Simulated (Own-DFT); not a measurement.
Simulation results for Si3N4 (beta silicon nitride, atoms displaced)

A calculation, not a measurement: plane-wave PBE density functional theory by an unreviewed code, no spin, of a simulated periodic cell, stress positive in tension, free energy of the whole cell less one offset for each atom, some atoms lie very close together; forces on such cells moved up to 12 meV/angstrom on a denser k mesh; offsets are fitted by least squares, one for each functional and potential file, so energies compare only between cells with the same atoms and settings and are not formation energies; the far tail of each file's local potential was reset to the Coulomb form; each entry is a single point on an unrelaxed cell, so the pressure reflects the starting lattice, mostly measured values (interpolated for alloys), from which strain is counted, and rises with the displacements; printed positions are rounded, which can move forces by about a meV/angstrom; the program, named Own-DFT, is a retired in-house code; no spin-orbit coupling; before rounding, a Quantum ESPRESSO 7.3.1 run of the same cell and cutoff gave forces within 1 meV/angstrom rms on each cell, which checks the program and not the settings. Program: Own-DFT development build.

Si3N4 (beta silicon nitride, atoms displaced)

```
Si3N4
1.0
     15.2120     0.0000     0.0000
     -7.6060    13.1740     0.0000
      0.0000     0.0000     5.8180
Si N Si N Si N Si N Si N Si N Si N Si N
6 8 6 8 6 8 6 8 6 8 6 8 6 8 6 8
Direct
  0.08927 0.37232 0.13651
  0.11631 0.19741 0.09880
  0.27658 0.40420 0.16019
  0.41461 0.12468 0.35170
  0.36347 0.29379 0.38271
  0.20930 0.09800 0.38907
  0.14717 0.99075 0.07958
  0.47648 0.15602 0.14082
  0.34218 0.32371 0.11734
  0.34264 0.50547 0.40787
  0.00941 0.35059 0.43035
  0.15088 0.17194 0.37377
  0.15984 0.31393 0.12109
  0.32358 0.16779 0.38687
  0.08216 0.38350 0.63608
  0.12214 0.20897 0.65070
  0.28773 0.40830 0.63682
  0.42506 0.13553 0.93041
  0.39009 0.30366 0.86014
  0.20340 0.08452 0.86506
  0.17942 0.00463 0.61937
  0.47729 0.14003 0.58714
  0.35026 0.33551 0.61373
  0.32020 0.48439 0.85454
  0.00806 0.34540 0.84424
  0.16374 0.16189 0.84158
  0.18161 0.35594 0.63178
  0.32049 0.16488 0.87630
  0.08821 0.89532 0.12155
  0.12473 0.71367 0.10187
  0.30645 0.92850 0.11009
  0.41722 0.63017 0.39378
  0.40735 0.79263 0.35519
  0.20803 0.58622 0.39163
  0.17928 0.52673 0.11394
  0.46525 0.64246 0.08905
  0.34043 0.84433 0.10985
  0.33912 0.96718 0.39012
  0.02767 0.86776 0.39926
  0.13986 0.64840 0.38154
  0.18586 0.83633 0.08666
  0.32411 0.66267 0.35689
  0.10165 0.89433 0.64720
  0.13816 0.71246 0.68410
  0.28244 0.90419 0.63955
  0.39688 0.60532 0.89168
  0.40089 0.82613 0.91844
  0.19317 0.58275 0.83957
  0.17258 0.52481 0.59694
  0.48621 0.66253 0.60272
  0.35486 0.83230 0.63285
  0.32931 0.98261 0.93719
  0.00931 0.83482 0.84476
  0.16147 0.66377 0.93766
  0.15777 0.82214 0.63451
  0.33922 0.66482 0.89563
  0.59147 0.38675 0.10430
  0.61892 0.19447 0.18078
  0.80268 0.41647 0.14892
  0.92098 0.10178 0.37460
  0.88301 0.28481 0.45266
  0.70091 0.09786 0.38952
  0.65062 0.99598 0.12393
  0.00289 0.15830 0.15454
  0.84414 0.34422 0.11176
  0.83206 0.48223 0.36844
  0.50739 0.34797 0.35990
  0.66360 0.16041 0.43673
  0.67151 0.33142 0.14127
  0.84598 0.17159 0.35684
  0.58786 0.37687 0.63182
  0.61788 0.18927 0.61698
  0.79949 0.42048 0.60160
  0.92011 0.11706 0.87176
  0.88064 0.30057 0.84115
  0.71133 0.08914 0.85067
  0.67495 0.00801 0.64245
  0.97906 0.14312 0.64770
  0.84529 0.32277 0.60792
  0.83300 0.49555 0.89806
  0.53656 0.34551 0.84730
  0.64117 0.17210 0.85129
  0.67190 0.33549 0.52164
  0.83690 0.16161 0.87712
  0.59587 0.90284 0.13329
  0.62382 0.71283 0.15120
  0.79675 0.88795 0.14079
  0.89998 0.61032 0.36346
  0.88786 0.81672 0.34636
  0.70008 0.56720 0.38982
  0.65474 0.52278 0.07741
  0.98562 0.64873 0.12123
  0.85303 0.82576 0.13597
  0.81358 0.98116 0.38398
  0.52422 0.85963 0.33522
  0.64744 0.67390 0.40784
  0.66775 0.82686 0.13828
  0.83127 0.66478 0.37257
  0.56616 0.88955 0.55273
  0.62421 0.71308 0.62314
  0.78044 0.92098 0.62917
  0.90383 0.61993 0.90509
  0.89213 0.81733 0.85703
  0.69738 0.58852 0.86808
  0.65965 0.50404 0.62128
  0.98139 0.64841 0.62212
  0.84683 0.83453 0.60734
  0.85412 0.98736 0.83967
  0.49939 0.85528 0.86427
  0.67706 0.69494 0.90074
  0.64063 0.82752 0.63690
  0.82025 0.65733 0.87052
```

Here we set functional PBE, potential files PseudoDojo norm-conserving, scalar-relativistic, standard set, wave cutoff 42 hartree, occupations Fermi-Dirac, smearing width 0.1 eV and k mesh 2 x 2 x 4 centred on Gamma.

The calculation gives: free energy of cell above offsets 106.599 eV; pressure 34.74 GPa; stress xx -27.35 GPa; stress yy -36.36 GPa; stress zz -40.52 GPa; stress yz 4.74 GPa; stress xz 2.5 GPa; stress xy -2.14 GPa.

Force:
| element | x (eV/Å) | y (eV/Å) | z (eV/Å) |
| --- | --- | --- | --- |
| Si | -4.707 | 4.004 | -0.195 |
| Si | 7.014 | -3.724 | 1.375 |
| Si | 5.389 | 6.961 | -2.271 |
| Si | -6.996 | -6.329 | 11.23 |
| Si | 7.318 | 0.231 | -6.428 |
| Si | -5.23 | -7.023 | -0.166 |
| N | 3.747 | 36.82 | -5.245 |
| N | 13.62 | 6.523 | 5.314 |
| N | -2.465 | 2.356 | -0.844 |
| N | -0.625 | -9.104 | -1.398 |
| N | 0.281 | -1.155 | -8.818 |
| N | 1.265 | -1.086 | 1.021 |
| N | -2.602 | 5.202 | -0.294 |
| N | 6.438 | 2.158 | -0.881 |
| Si | 6.448 | 5.765 | -0.305 |
| Si | -2.903 | 1.089 | -5.747 |
| Si | 15.86 | 12.37 | -1.674 |
| Si | -9.541 | -7.519 | -20.66 |
| Si | -0.085 | -1.722 | 1.716 |
| Si | 2.713 | -7.332 | 0.636 |
| N | 0.571 | 11.51 | -0.738 |
| N | 3.586 | 2.431 | 5.73 |
| N | -3.272 | 2.396 | 5.894 |
| N | 1.168 | -3.329 | 4.823 |
| N | 0.127 | -0.782 | 7.674 |
| N | -5.989 | 2.723 | 3.511 |
| N | -16.33 | -14.74 | -0.796 |
| N | 7.846 | 4.678 | 0.991 |
| Si | -1.996 | -34.41 | 6.677 |
| Si | -5.823 | -0.471 | 12.12 |
| Si | 0.842 | -25.37 | 38.24 |
| Si | -1.895 | -2.905 | -7.957 |
| Si | -14.59 | -3.875 | 1.585 |
| Si | -4.823 | 5.571 | -12.95 |
| N | -0.264 | -7.04 | 0.548 |
| N | 10.24 | 5.712 | 13.21 |
| N | 5.793 | -3.663 | 4.942 |
| N | -2.099 | 5.13 | -0.665 |
| N | -2.612 | -1.035 | -3.981 |
| N | -1.066 | 3.025 | 1.556 |
| N | -6.856 | 0.325 | 1.302 |
| N | 6.251 | 6.338 | 0.364 |
| Si | -3.879 | -10.57 | -2.3 |
| Si | -1.805 | -7.684 | -6.009 |
| Si | 5.656 | 1.934 | -0.501 |
| Si | -0.407 | -1.337 | -9.37 |
| Si | -17.47 | -10.54 | -3.692 |
| Si | 6.241 | 2.496 | 5.928 |
| N | -1.286 | -11.66 | 10.63 |
| N | 3.635 | 1.18 | 6.76 |
| N | -0.935 | 0.351 | -0.298 |
| N | -1.903 | 30.2 | -40.29 |
| N | 0.07 | 2.299 | 4.106 |
| N | 2.16 | -1.991 | -9.285 |
| N | -0.542 | 5.154 | -0.691 |
| N | -8.909 | 3.063 | -1.733 |
| Si | 0.595 | -0.003 | 4.079 |
| Si | -1.4 | 4.24 | -5.696 |
| Si | -4.33 | -0.589 | -8.176 |
| Si | -3.875 | 1.594 | 1.474 |
| Si | 13.98 | -5.974 | -22.06 |
| Si | 22.67 | -15.75 | -5.356 |
| N | 4.735 | 50 | -1.394 |
| N | -7.122 | -4.79 | -2.843 |
| N | 8.518 | -6.441 | -1.792 |
| N | 0.082 | 5.137 | 2.264 |
| N | 0.1 | -0.02 | 0.356 |
| N | -9.453 | 8.821 | -7.247 |
| N | -2.308 | -0.822 | -2.301 |
| N | -1.209 | -4.695 | 0.295 |
| Si | 5.93 | 2.235 | -17.33 |
| Si | -16.46 | 8.194 | 1.417 |
| Si | -1.509 | -2.295 | 6.893 |
| Si | -3.54 | -2.522 | 7.094 |
| Si | 0.315 | -0.933 | 12.2 |
| Si | -3.037 | 0.166 | 4.512 |
| N | -1.808 | 0.024 | -5.308 |
| N | 6.994 | 4.111 | -7.502 |
| N | -18.06 | 10.48 | 12.71 |
| N | -0.028 | -5.92 | -2.031 |
| N | -10.31 | -6.716 | 12.53 |
| N | 7.081 | -4.169 | 12.97 |
| N | 0.126 | -1.906 | 5.995 |
| N | -1.202 | 2.296 | -0.129 |
| Si | 0.799 | -43.29 | -9.945 |
| Si | -1.55 | -10.18 | -2.021 |
| Si | -8.22 | 6.684 | -1.075 |
| Si | 6.561 | 4.205 | 2.406 |
| Si | 14.52 | -6.113 | 23.31 |
| Si | -1.23 | 6.643 | -5.615 |
| N | -0.495 | -8.139 | 11.16 |
| N | 0.095 | 1.169 | 1.548 |
| N | -5.791 | 2.22 | -19 |
| N | 3.181 | 0.968 | -5.092 |
| N | -5.684 | -5.277 | -9.328 |
| N | 6.062 | -4.639 | -7.88 |
| N | -2.615 | 9.384 | -0.215 |
| N | -3.325 | 0.17 | -0.345 |
| Si | 9.613 | 3.586 | 26.23 |
| Si | -5.001 | -0.019 | 8.732 |
| Si | -0.892 | -5.605 | 0.578 |
| Si | 3.004 | 2.015 | -5.378 |
| Si | 0.745 | -5.985 | -2.219 |
| Si | 0.226 | 5.797 | -5.93 |
| N | -0.703 | 0.604 | 2.644 |
| N | -0.117 | -0.55 | 1.845 |
| N | -2.697 | 2.068 | -0.5 |
| N | -0.066 | -0.607 | 6.216 |
| N | 23.04 | 8.63 | -3.984 |
| N | -1.736 | -2.288 | -2.674 |
| N | 1.584 | 5.969 | -0.748 |
| N | 0.852 | 5.241 | -0.055 |
